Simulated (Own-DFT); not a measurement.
Si₇Ge (layered order of Si and Ge on the diamond lattice, atoms displaced) (calculated)

All values are calculated (Own-DFT development build). A calculation, not a measurement: plane-wave PBE density functional theory by an unreviewed code, no spin, of a simulated periodic cell, stress positive in tension, free energy of the whole cell less one offset for each atom, forces on such cells passed a denser k mesh, this cell's mesh not checked; offsets are fitted by least squares, one for each functional and potential file, so energies compare only between cells with the same atoms and settings and are not formation energies; the far tail of each file's local potential was reset to the Coulomb form; each entry is a single point on an unrelaxed cell, so the pressure reflects the starting lattice, mostly measured values, from which strain is counted, and rises with the displacements; printed positions are rounded, which can move forces by about a meV/angstrom; the program is a retired in-house code; no spin-orbit coupling.

Common to all runs: functional PBE; potential files PseudoDojo norm-conserving, scalar-relativistic, standard set; wave cutoff 42 hartree; occupations Fermi-Dirac; smearing width 0.1 eV; k mesh 3 x 3 x 3 centred on Gamma.

```yaml
- entry: 1
  formula: Si7Ge
  kind: "layered order of Si and Ge on the diamond lattice, atoms displaced"
  structure:
    cell_angstrom: [[10.9187, 0.0, 0.0], [0.0, 10.9187, 0.0], [0.0, 0.0, 10.9187]]
    atoms_fractional:
      - [Ge, 0.99509, 0.00487, 0.99513]
      - [Si, 0.99881, 0.2511, 0.24405]
      - [Si, 0.24606, 0.00256, 0.24954]
      - [Ge, 0.25524, 0.24703, 0.99876]
      - [Si, 0.13044, 0.12924, 0.1142]
      - [Si, 0.12397, 0.38392, 0.37005]
      - [Si, 0.37694, 0.1376, 0.38219]
      - [Si, 0.36255, 0.37137, 0.13341]
      - [Si, 0.00307, 0.00415, 0.50177]
      - [Si, 0.99948, 0.24362, 0.75718]
      - [Si, 0.25505, 0.00105, 0.74984]
      - [Si, 0.24513, 0.26199, 0.49915]
      - [Si, 0.12556, 0.1249, 0.629]
      - [Si, 0.13064, 0.37156, 0.86938]
      - [Si, 0.3697, 0.12021, 0.88594]
      - [Si, 0.37399, 0.37492, 0.63149]
      - [Ge, 0.99427, 0.49966, 0.99574]
      - [Si, 0.00331, 0.75591, 0.25096]
      - [Si, 0.24342, 0.49781, 0.25612]
      - [Ge, 0.24012, 0.74574, 0.99012]
      - [Si, 0.11381, 0.62207, 0.12254]
      - [Si, 0.13236, 0.86964, 0.36965]
      - [Si, 0.36318, 0.62504, 0.37112]
      - [Si, 0.37639, 0.87716, 0.12638]
      - [Si, 0.99588, 0.49831, 0.50426]
      - [Si, 0.99645, 0.74979, 0.74925]
      - [Si, 0.24649, 0.49847, 0.7511]
      - [Si, 0.25686, 0.75695, 0.50038]
      - [Si, 0.11849, 0.63138, 0.6178]
      - [Si, 0.12096, 0.869, 0.87873]
      - [Si, 0.36997, 0.62369, 0.87452]
      - [Si, 0.36961, 0.88385, 0.61991]
      - [Ge, 0.49325, 0.99713, 0.00496]
      - [Si, 0.50744, 0.25873, 0.24562]
      - [Si, 0.75061, 0.00328, 0.24666]
      - [Ge, 0.74601, 0.24258, 0.00445]
      - [Si, 0.62559, 0.13383, 0.13507]
      - [Si, 0.62714, 0.36907, 0.37972]
      - [Si, 0.86947, 0.13728, 0.37522]
      - [Si, 0.87047, 0.3763, 0.12768]
      - [Si, 0.49337, 0.99811, 0.49772]
      - [Si, 0.49952, 0.25164, 0.75299]
      - [Si, 0.74916, 0.99442, 0.75525]
      - [Si, 0.75257, 0.24671, 0.50609]
      - [Si, 0.62546, 0.13447, 0.61414]
      - [Si, 0.62931, 0.36677, 0.86891]
      - [Si, 0.87482, 0.12714, 0.88112]
      - [Si, 0.87733, 0.37628, 0.62308]
      - [Ge, 0.49664, 0.50705, 0.98928]
      - [Si, 0.48871, 0.74818, 0.24635]
      - [Si, 0.75838, 0.49911, 0.2541]
      - [Ge, 0.75545, 0.75994, 0.99544]
      - [Si, 0.62487, 0.62073, 0.12108]
      - [Si, 0.62692, 0.86877, 0.38103]
      - [Si, 0.87662, 0.62843, 0.37384]
      - [Si, 0.88108, 0.86701, 0.12101]
      - [Si, 0.49914, 0.49749, 0.50561]
      - [Si, 0.49973, 0.74542, 0.74366]
      - [Si, 0.75281, 0.50184, 0.74414]
      - [Si, 0.75088, 0.75123, 0.50091]
      - [Si, 0.63122, 0.62235, 0.62064]
      - [Si, 0.62319, 0.86523, 0.87573]
      - [Si, 0.87531, 0.61741, 0.87234]
      - [Si, 0.87793, 0.88291, 0.62282]
  results:
    "free_energy_of_cell_above_offsets [eV]": "-2.174"
    "pressure [GPa]": 2.77
    "stress_xx [GPa]": -2.87
    "stress_yy [GPa]": -2.68
    "stress_zz [GPa]": -2.76
    "stress_yz [GPa]": 0.32
    "stress_xz [GPa]": -0.14
    "stress_xy [GPa]": 0.03
    force_element: [Ge, Si, Si, Ge, Si, Si, Si, Si, Si, Si, Si, Si, Si, Si, Si, Si, Ge, Si, Si, Ge, Si, Si, Si, Si, Si, Si, Si, Si, Si, Si, Si, Si, Ge, Si, Si, Ge, Si, Si, Si, Si, Si, Si, Si, Si, Si, Si, Si, Si, Ge, Si, Si, Ge, Si, Si, Si, Si, Si, Si, Si, Si, Si, Si, Si, Si]
    "force_x [eV/angstrom]": [1.142, 0.544, 0.868, -0.653, -1.272, -1.497, -0.275, 1.604, 0.035, 0.01, -1.205, 0.077, 0.3, -0.844, 1.375, -0.123, 0.619, -0.228, 0.045, 1.145, 0.94, -0.561, 1.448, -1.808, 0.545, -0.069, -0.011, -1.11, 0.859, -0.448, -0.146, 1.142, 1.874, -1.438, 0.252, 0.422, -0.606, 0.326, 1.134, 0.377, 1.18, -0.359, -0.372, 0.297, -1.148, -0.136, -1.061, -0.074, 0.499, 1.505, -1.491, -0.336, 0.323, -0.972, 0.206, -0.171, -0.216, -0.427, -0.267, 0.73, -0.708, -0.903, -0.519, -0.364]
    "force_y [eV/angstrom]": [-0.954, 0.149, 0.727, 1.344, -0.957, -1.326, -0.614, 1.02, -0.01, 0.771, -0.188, -0.559, 0.328, 0.038, -0.054, 0.196, -1.289, -1.083, 1.107, -0.111, 0.186, 1.247, -0.129, -0.682, 0.662, 0.035, 0.886, -0.962, -0.292, 1.486, 0.559, -0.741, 0.416, -0.02, -0.813, 1.193, -1.908, 1.118, -1.568, -0.36, 0.834, -1.112, 1.104, 1.495, -2.13, 1.237, -0.352, -0.821, -1.891, -0.457, 0.257, -2.353, 0.698, 0.769, 0.097, 1.928, 0.183, 0.192, -0.817, -0.045, 0.284, 1.333, 1.408, -0.691]
    "force_z [eV/angstrom]": [0.943, 0.215, -0.07, -0.035, 1.676, 1.051, -1.142, -0.473, -1.136, -0.814, 0.752, 0.508, -0.311, 0.563, -2.195, -0.232, 0.246, -0.074, -1.601, 2.102, 0.714, 0.893, 0.824, 0.311, -1.183, -0.168, -0.897, -0.262, 0.734, -1.907, -1.609, 1.056, -0.152, 1.143, 0.741, -0.205, -0.694, 0.105, -0.427, -0.385, -0.335, -0.286, -0.624, -0.767, 2.065, 0.15, -1.407, 0.975, 1.196, 0.485, 0.02, 0.347, 0.79, -1.325, 0.362, 1.057, -0.924, 0.004, 0.485, 0.217, 0.125, -0.869, -0.745, 0.399]
- entry: 2
  formula: Si7Ge
  kind: "layered order of Si and Ge on the diamond lattice, atoms displaced"
  structure:
    cell_angstrom: [[10.9187, 0.0, 0.0], [0.0, 10.9187, 0.0], [0.0, 0.0, 10.9187]]
    atoms_fractional:
      - [Ge, 0.0019, 0.99189, 0.99545]
      - [Si, 0.99199, 0.25049, 0.25324]
      - [Si, 0.25239, 0.99471, 0.25373]
      - [Ge, 0.24291, 0.25241, 0.99797]
      - [Si, 0.12479, 0.1224, 0.12428]
      - [Si, 0.11886, 0.37145, 0.38054]
      - [Si, 0.35914, 0.13334, 0.36756]
      - [Si, 0.37821, 0.38031, 0.12649]
      - [Si, 0.00346, 0.9983, 0.50248]
      - [Si, 0.9974, 0.24704, 0.7509]
      - [Si, 0.24778, 0.99294, 0.75662]
      - [Si, 0.25489, 0.2487, 0.50026]
      - [Si, 0.13036, 0.12555, 0.63535]
      - [Si, 0.13465, 0.37551, 0.87836]
      - [Si, 0.37043, 0.13581, 0.87495]
      - [Si, 0.37984, 0.38165, 0.62868]
      - [Ge, 0.99619, 0.50584, 0.00229]
      - [Si, 0.99751, 0.74616, 0.24488]
      - [Si, 0.25073, 0.49902, 0.24509]
      - [Ge, 0.23746, 0.75111, 0.99413]
      - [Si, 0.13659, 0.62003, 0.12123]
      - [Si, 0.12634, 0.88166, 0.37486]
      - [Si, 0.37182, 0.62338, 0.36904]
      - [Si, 0.37353, 0.87427, 0.1163]
      - [Si, 0.00168, 0.49354, 0.49957]
      - [Si, 0.99399, 0.7526, 0.7511]
      - [Si, 0.24834, 0.50692, 0.75628]
      - [Si, 0.2479, 0.7537, 0.49456]
      - [Si, 0.1351, 0.61707, 0.63458]
      - [Si, 0.12249, 0.8749, 0.87569]
      - [Si, 0.37507, 0.62605, 0.86856]
      - [Si, 0.37921, 0.87152, 0.62581]
      - [Ge, 0.50655, 0.99614, 0.00016]
      - [Si, 0.5021, 0.25025, 0.24671]
      - [Si, 0.75142, 0.98766, 0.25501]
      - [Ge, 0.75409, 0.25316, 0.00654]
      - [Si, 0.61903, 0.11432, 0.13099]
      - [Si, 0.62359, 0.36732, 0.36608]
      - [Si, 0.87177, 0.12263, 0.37962]
      - [Si, 0.86962, 0.38353, 0.12406]
      - [Si, 0.50649, 0.00243, 0.4955]
      - [Si, 0.50577, 0.26113, 0.75106]
      - [Si, 0.75191, 0.99559, 0.75317]
      - [Si, 0.7459, 0.23884, 0.503]
      - [Si, 0.62334, 0.13162, 0.62686]
      - [Si, 0.63331, 0.37513, 0.87555]
      - [Si, 0.87982, 0.11655, 0.87823]
      - [Si, 0.86951, 0.38255, 0.62858]
      - [Ge, 0.50044, 0.49782, 0.00691]
      - [Si, 0.5044, 0.74965, 0.25456]
      - [Si, 0.74393, 0.50451, 0.25168]
      - [Ge, 0.73687, 0.74784, 0.00125]
      - [Si, 0.62815, 0.62118, 0.11651]
      - [Si, 0.62271, 0.87513, 0.37272]
      - [Si, 0.87755, 0.62009, 0.38168]
      - [Si, 0.8754, 0.86774, 0.11437]
      - [Si, 0.49861, 0.50078, 0.49635]
      - [Si, 0.50819, 0.76324, 0.74927]
      - [Si, 0.7454, 0.50345, 0.75081]
      - [Si, 0.74127, 0.75917, 0.50489]
      - [Si, 0.62196, 0.61471, 0.62185]
      - [Si, 0.61923, 0.88846, 0.87294]
      - [Si, 0.87306, 0.63345, 0.86637]
      - [Si, 0.87192, 0.86488, 0.61248]
  results:
    "free_energy_of_cell_above_offsets [eV]": "-1.710"
    "pressure [GPa]": 2.82
    "stress_xx [GPa]": -2.8
    "stress_yy [GPa]": -2.74
    "stress_zz [GPa]": -2.91
    "stress_yz [GPa]": 0.39
    "stress_xz [GPa]": -0.03
    "stress_xy [GPa]": -0.67
    force_element: [Ge, Si, Si, Ge, Si, Si, Si, Si, Si, Si, Si, Si, Si, Si, Si, Si, Ge, Si, Si, Ge, Si, Si, Si, Si, Si, Si, Si, Si, Si, Si, Si, Si, Ge, Si, Si, Ge, Si, Si, Si, Si, Si, Si, Si, Si, Si, Si, Si, Si, Ge, Si, Si, Ge, Si, Si, Si, Si, Si, Si, Si, Si, Si, Si, Si, Si]
    "force_x [eV/angstrom]": [-0.017, 0.265, -0.122, 1.29, -0.489, 1.005, 2.413, -0.653, -0.145, 0.265, 1.085, -0.895, -0.356, -2.466, 1.028, -0.674, 0.483, 0.772, -0.195, 1.96, -1.777, -0.96, 0.195, 0.099, -0.019, 1.181, 1.306, 0.387, -2.068, -0.488, 0.968, -0.476, -2.279, -1.259, 0.655, -0.487, 1.478, 0.459, 0.328, 0.549, -1.502, -0.636, 0.415, 0.614, -0.255, -0.573, -0.733, 0.234, -0.109, -0.761, 0.655, 1.18, -1.007, 0.033, -0.692, -0.426, -0.212, -0.612, 0.586, -0.394, 0.064, 1.487, -0.716, 1.015]
    "force_y [eV/angstrom]": [0.89, -0.072, 0.507, -0.321, -0.154, -0.312, -0.823, -1.455, 0.678, 0.799, 0.763, 0.852, -0.298, 0.809, -1.164, -0.067, -0.156, -0.18, -0.679, -0.52, 0.532, -1.112, 0.425, -0.55, 0.866, -0.034, -1.822, -0.762, 1.801, -0.347, 1.058, 0.849, 1.637, -0.598, 0.918, -1.548, 0.845, 0.6, -0.613, -0.169, 0.712, -0.727, 0.706, 1.978, -1.377, 0.21, 1.042, -1.395, 0.308, -0.503, -0.303, 1.081, 0.189, -0.122, 1.059, 0.031, -0.591, -2.086, 0.096, -2.526, 1.852, -1.683, -0.726, 1.704]
    "force_z [eV/angstrom]": [1.093, -0.616, -1.435, 1.603, 1.028, -0.954, 0.165, 0.36, 0.255, 0.32, -0.527, 1.252, -0.914, -1.243, -0.544, -0.315, -0.941, 0.442, 1.113, 0.112, 0.905, -0.292, 0.516, 1.304, 1.257, -1.157, 0.084, 0.828, -1.916, -1.452, 0.659, -0.813, 0.084, -0.213, -0.947, -0.364, 0.5, 1.425, -0.295, 1.425, 0.339, 0.12, -1.164, -0.426, 0.716, 0.322, -0.608, -0.482, -1.94, -1.539, 0.105, -1.798, 2.518, 0.506, -0.397, 1.428, -0.739, -0.226, 0.094, -1.21, 0.312, -0.502, 0.967, 1.813]
- entry: 3
  formula: Si7Ge
  kind: "layered order of Si and Ge on the diamond lattice, atoms displaced"
  structure:
    cell_angstrom: [[10.9187, 0.0, 0.0], [0.0, 10.9187, 0.0], [0.0, 0.0, 10.9187]]
    atoms_fractional:
      - [Ge, 0.00066, 0.99374, 0.00467]
      - [Si, 0.99793, 0.25404, 0.25086]
      - [Si, 0.24651, 0.99547, 0.25311]
      - [Ge, 0.24213, 0.25291, 0.99595]
      - [Si, 0.12247, 0.12749, 0.11822]
      - [Si, 0.11559, 0.3796, 0.38148]
      - [Si, 0.37835, 0.12944, 0.37202]
      - [Si, 0.38285, 0.38269, 0.12389]
      - [Si, 0.9982, 0.99977, 0.50353]
      - [Si, 0.99539, 0.24794, 0.74567]
      - [Si, 0.24947, 0.99926, 0.75239]
      - [Si, 0.2503, 0.23992, 0.5079]
      - [Si, 0.12832, 0.12882, 0.62839]
      - [Si, 0.11844, 0.38453, 0.87815]
      - [Si, 0.37819, 0.13376, 0.87095]
      - [Si, 0.37687, 0.38004, 0.62356]
      - [Ge, 0.00155, 0.49501, 0.01139]
      - [Si, 0.00153, 0.75186, 0.24442]
      - [Si, 0.25241, 0.50764, 0.25205]
      - [Ge, 0.24371, 0.76043, 0.0041]
      - [Si, 0.12305, 0.63051, 0.11873]
      - [Si, 0.1201, 0.88123, 0.37478]
      - [Si, 0.3752, 0.62604, 0.37885]
      - [Si, 0.37098, 0.8791, 0.12936]
      - [Si, 0.00125, 0.49812, 0.49268]
      - [Si, 0.00718, 0.74117, 0.73383]
      - [Si, 0.24608, 0.50848, 0.75549]
      - [Si, 0.25766, 0.75158, 0.51237]
      - [Si, 0.12828, 0.62703, 0.6258]
      - [Si, 0.12189, 0.88179, 0.8687]
      - [Si, 0.38255, 0.62434, 0.87493]
      - [Si, 0.3745, 0.87883, 0.62824]
      - [Ge, 0.50138, 0.99938, 0.00267]
      - [Si, 0.50391, 0.25696, 0.24344]
      - [Si, 0.74973, 0.00548, 0.25047]
      - [Ge, 0.74118, 0.24776, 0.00224]
      - [Si, 0.62438, 0.13445, 0.12682]
      - [Si, 0.62374, 0.37089, 0.37781]
      - [Si, 0.87076, 0.12382, 0.38559]
      - [Si, 0.8767, 0.37164, 0.1304]
      - [Si, 0.49856, 0.98949, 0.49878]
      - [Si, 0.49816, 0.25961, 0.74286]
      - [Si, 0.73693, 0.99429, 0.75275]
      - [Si, 0.74612, 0.251, 0.50589]
      - [Si, 0.61728, 0.11968, 0.63455]
      - [Si, 0.626, 0.37839, 0.87222]
      - [Si, 0.88293, 0.12347, 0.87091]
      - [Si, 0.88369, 0.382, 0.6239]
      - [Ge, 0.50302, 0.49715, 0.00952]
      - [Si, 0.49727, 0.74684, 0.24461]
      - [Si, 0.74602, 0.50418, 0.24676]
      - [Ge, 0.75524, 0.75852, 0.99825]
      - [Si, 0.61278, 0.63, 0.12952]
      - [Si, 0.63048, 0.88702, 0.36815]
      - [Si, 0.87936, 0.63445, 0.36982]
      - [Si, 0.87033, 0.86668, 0.13067]
      - [Si, 0.51345, 0.50212, 0.49653]
      - [Si, 0.50124, 0.75551, 0.75536]
      - [Si, 0.75941, 0.5049, 0.75453]
      - [Si, 0.75406, 0.75552, 0.50075]
      - [Si, 0.62566, 0.61952, 0.61838]
      - [Si, 0.61533, 0.88077, 0.87245]
      - [Si, 0.87697, 0.61253, 0.87416]
      - [Si, 0.88207, 0.8658, 0.62333]
  results:
    "free_energy_of_cell_above_offsets [eV]": "-1.762"
    "pressure [GPa]": 2.91
    "stress_xx [GPa]": -2.91
    "stress_yy [GPa]": -2.86
    "stress_zz [GPa]": -2.98
    "stress_yz [GPa]": -0.15
    "stress_xz [GPa]": 0.86
    "stress_xy [GPa]": -0.34
    force_element: [Ge, Si, Si, Ge, Si, Si, Si, Si, Si, Si, Si, Si, Si, Si, Si, Si, Ge, Si, Si, Ge, Si, Si, Si, Si, Si, Si, Si, Si, Si, Si, Si, Si, Ge, Si, Si, Ge, Si, Si, Si, Si, Si, Si, Si, Si, Si, Si, Si, Si, Ge, Si, Si, Ge, Si, Si, Si, Si, Si, Si, Si, Si, Si, Si, Si, Si]
    "force_x [eV/angstrom]": [-0.75, 0.234, 0.207, 1.229, 0.166, 2.427, -0.188, -2.407, 0.292, 0.93, 0.486, 0.542, -0.772, 0.322, -0.291, -0.791, -0.716, 0.508, -0.647, 0.874, 0.546, 0.446, 0.508, 0.352, -0.73, -1.196, 0.742, -0.91, 0.728, -0.195, -0.863, 0.273, -0.817, -0.774, 0.63, 1.985, -0.219, 0.932, 0.336, -1.491, 0.089, 0.288, 2.403, 0.11, 0.146, 0.1, -1.8, -1.192, 0.581, -0.675, 0.328, -1.471, 2.403, -0.766, -0.728, 0.401, -2.129, -0.262, -1.612, -0.62, 1.151, 1.131, 1.283, -1.096]
    "force_y [eV/angstrom]": [0.283, -1.129, 1.677, 0.516, -0.317, -1.564, -0.714, -1.266, 0.396, 0.935, 1.05, 1.889, -1.25, -1.055, -0.482, 0.57, 0.497, -0.02, -0.609, -0.485, -0.304, -1.153, 0.357, -0.283, 2.088, 0.922, -0.709, 0.051, -1.444, -1.326, 0.52, -0.266, 1.139, -0.168, 0.613, 0.712, -1.774, 0.302, 0.522, 0.258, 1.615, -0.451, 0.505, -0.216, 0.424, 0.005, -0.593, -0.557, 0.942, 1.611, -0.095, -1.555, -0.291, -2.01, -0.912, 1.713, -0.625, -1.172, -1.218, -0.467, 1.7, -0.858, 2.306, 1.218]
    "force_z [eV/angstrom]": [-0.319, 0.781, -0.262, 0.093, 1.735, -1.372, 0.086, 1.109, 0.262, 0.381, -0.132, -1.319, 0.356, -1.372, 0.015, -0.395, -0.477, 0.696, -0.112, -1.42, 1.369, 0.622, 0.219, 0.198, 1.142, 2.873, -0.244, -1.51, -1.58, -0.309, 0.604, 0.548, 0.312, 1.048, -0.567, -1.297, 0.575, -0.714, -0.824, 0.035, -0.158, 0.901, -0.43, 0.599, -1.366, -0.271, 0.429, -0.014, -2.159, 1.707, 0.624, -0.938, -0.804, 0.582, 0.346, 0.466, -0.283, -1.336, -1.515, -0.9, 1.573, 0.809, 0.768, 0.538]
- entry: 4
  formula: Si7Ge
  kind: "layered order of Si and Ge on the diamond lattice, atoms displaced"
  structure:
    cell_angstrom: [[10.9187, 0.0, 0.0], [0.0, 10.9187, 0.0], [0.0, 0.0, 10.9187]]
    atoms_fractional:
      - [Ge, 0.99413, 0.00655, 0.99583]
      - [Si, 0.99881, 0.24991, 0.25537]
      - [Si, 0.25159, 0.00296, 0.25]
      - [Ge, 0.24511, 0.25204, 0.99984]
      - [Si, 0.12725, 0.12893, 0.12955]
      - [Si, 0.12693, 0.35839, 0.37094]
      - [Si, 0.37203, 0.12127, 0.37463]
      - [Si, 0.3763, 0.37037, 0.1227]
      - [Si, 0.99828, 0.00144, 0.49666]
      - [Si, 0.99947, 0.25147, 0.75505]
      - [Si, 0.2585, 0.00305, 0.74884]
      - [Si, 0.25555, 0.25015, 0.49938]
      - [Si, 0.11205, 0.11864, 0.63665]
      - [Si, 0.12904, 0.37594, 0.86805]
      - [Si, 0.38181, 0.11895, 0.87187]
      - [Si, 0.37051, 0.37597, 0.63059]
      - [Ge, 0.9996, 0.49923, 0.00126]
      - [Si, 0.01179, 0.7387, 0.23963]
      - [Si, 0.25203, 0.49648, 0.24884]
      - [Ge, 0.24826, 0.75827, 0.99686]
      - [Si, 0.11309, 0.62868, 0.12443]
      - [Si, 0.13033, 0.86601, 0.38003]
      - [Si, 0.36408, 0.62654, 0.37792]
      - [Si, 0.38168, 0.86929, 0.12728]
      - [Si, 0.99831, 0.49046, 0.49981]
      - [Si, 0.99941, 0.74656, 0.74404]
      - [Si, 0.24103, 0.49425, 0.75841]
      - [Si, 0.25819, 0.74355, 0.50501]
      - [Si, 0.12429, 0.62744, 0.61467]
      - [Si, 0.12699, 0.86701, 0.88324]
      - [Si, 0.3791, 0.62406, 0.87179]
      - [Si, 0.37869, 0.88319, 0.63833]
      - [Ge, 0.50087, 0.00351, 0.00256]
      - [Si, 0.49022, 0.25384, 0.24537]
      - [Si, 0.75131, 0.99734, 0.25086]
      - [Ge, 0.74859, 0.26319, 0.9859]
      - [Si, 0.62955, 0.12381, 0.12066]
      - [Si, 0.61804, 0.37355, 0.36491]
      - [Si, 0.87435, 0.13148, 0.38308]
      - [Si, 0.87956, 0.3719, 0.11413]
      - [Si, 0.4937, 0.9931, 0.50611]
      - [Si, 0.49365, 0.24063, 0.75215]
      - [Si, 0.74454, 0.00072, 0.75438]
      - [Si, 0.74556, 0.24673, 0.49951]
      - [Si, 0.62317, 0.13055, 0.6296]
      - [Si, 0.61935, 0.36462, 0.87803]
      - [Si, 0.86342, 0.11675, 0.86825]
      - [Si, 0.86749, 0.37178, 0.63639]
      - [Ge, 0.50508, 0.49465, 0.00778]
      - [Si, 0.49687, 0.74609, 0.25669]
      - [Si, 0.7521, 0.50604, 0.25643]
      - [Ge, 0.75038, 0.74425, 0.00091]
      - [Si, 0.62244, 0.62949, 0.12073]
      - [Si, 0.61242, 0.87401, 0.37702]
      - [Si, 0.87698, 0.62568, 0.37666]
      - [Si, 0.88644, 0.87292, 0.12153]
      - [Si, 0.51181, 0.49963, 0.51096]
      - [Si, 0.51044, 0.75949, 0.74634]
      - [Si, 0.74645, 0.49638, 0.75392]
      - [Si, 0.76211, 0.747, 0.49991]
      - [Si, 0.62594, 0.6169, 0.63416]
      - [Si, 0.6193, 0.87095, 0.88217]
      - [Si, 0.87071, 0.63092, 0.87712]
      - [Si, 0.87585, 0.86897, 0.61756]
  results:
    "free_energy_of_cell_above_offsets [eV]": "-0.499"
    "pressure [GPa]": 3.1
    "stress_xx [GPa]": -3.14
    "stress_yy [GPa]": -3.03
    "stress_zz [GPa]": -3.14
    "stress_yz [GPa]": -0.67
    "stress_xz [GPa]": -0.47
    "stress_xy [GPa]": 0.15
    force_element: [Ge, Si, Si, Ge, Si, Si, Si, Si, Si, Si, Si, Si, Si, Si, Si, Si, Ge, Si, Si, Ge, Si, Si, Si, Si, Si, Si, Si, Si, Si, Si, Si, Si, Ge, Si, Si, Ge, Si, Si, Si, Si, Si, Si, Si, Si, Si, Si, Si, Si, Ge, Si, Si, Ge, Si, Si, Si, Si, Si, Si, Si, Si, Si, Si, Si, Si]
    "force_x [eV/angstrom]": [1.125, -0.721, -0.16, 0.816, -0.856, 0.453, 0.668, -0.973, 0.292, -0.83, -2.181, -0.851, 1.592, -1.734, -1.382, 0.504, 0.249, -2.641, -0.998, 1.462, 3.87, -0.149, 1.917, -0.744, 0.104, 0.278, 1.709, -0.345, -0.296, -1.446, -0.126, -0.28, -0.079, 1.083, 0.084, 1.363, 0.292, 0.72, -0.193, -0.721, 0.666, 0.335, -0.628, -0.379, -0.104, -1.45, 1.223, 0.511, -0.572, -0.096, -0.359, -0.003, 0.299, 1.804, 1.103, -1.022, -1.924, -0.91, -0.028, -2.474, 1.051, 1.129, 0.793, 0.162]
    "force_y [eV/angstrom]": [-0.182, -0.541, -1.274, -0.519, -0.533, 2.05, 0.331, 0.937, -0.769, -0.558, -0.195, -0.913, 0.477, -0.9, 0.45, 0.05, 0.351, 2.83, 0.039, -2.272, -2.433, 0.653, -1.505, 0.926, 0.001, 0.325, 2.256, 1.857, -1.393, 2.187, 0.095, -1.708, -0.827, -1.744, -0.057, -2.809, 1.131, 0.316, -1.001, 0.229, 1.461, 1.487, -1.653, 1.132, -1.225, 1.977, 1.849, -0.038, 0.42, -0.37, -0.694, 1.592, -0.65, -0.148, -0.435, -0.256, -0.566, -1.451, 0.0, -0.286, 1.661, 0.734, -1.454, 1.55]
    "force_z [eV/angstrom]": [0.217, -1.34, -0.123, -0.602, 0.122, 0.764, 0.386, 0.194, 0.275, 0.16, 1.202, 0.869, -1.233, 1.611, 0.82, -0.101, -1.304, 3.349, -0.19, 1.553, -1.707, -0.666, -0.22, 0.515, -0.106, 0.551, -2.17, 0.82, 1.145, -2.769, -0.062, -1.428, 0.28, 0.471, 0.209, 1.96, 0.872, 1.095, -1.001, 2.276, -0.419, -0.476, -1.464, 0.295, -0.648, -2.25, 0.432, -1.355, -1.063, -0.546, -1.468, 0.407, 2.06, 0.285, -0.449, 1.063, -1.389, 0.412, 1.181, -0.182, -0.673, -0.354, -1.364, 1.272]
```
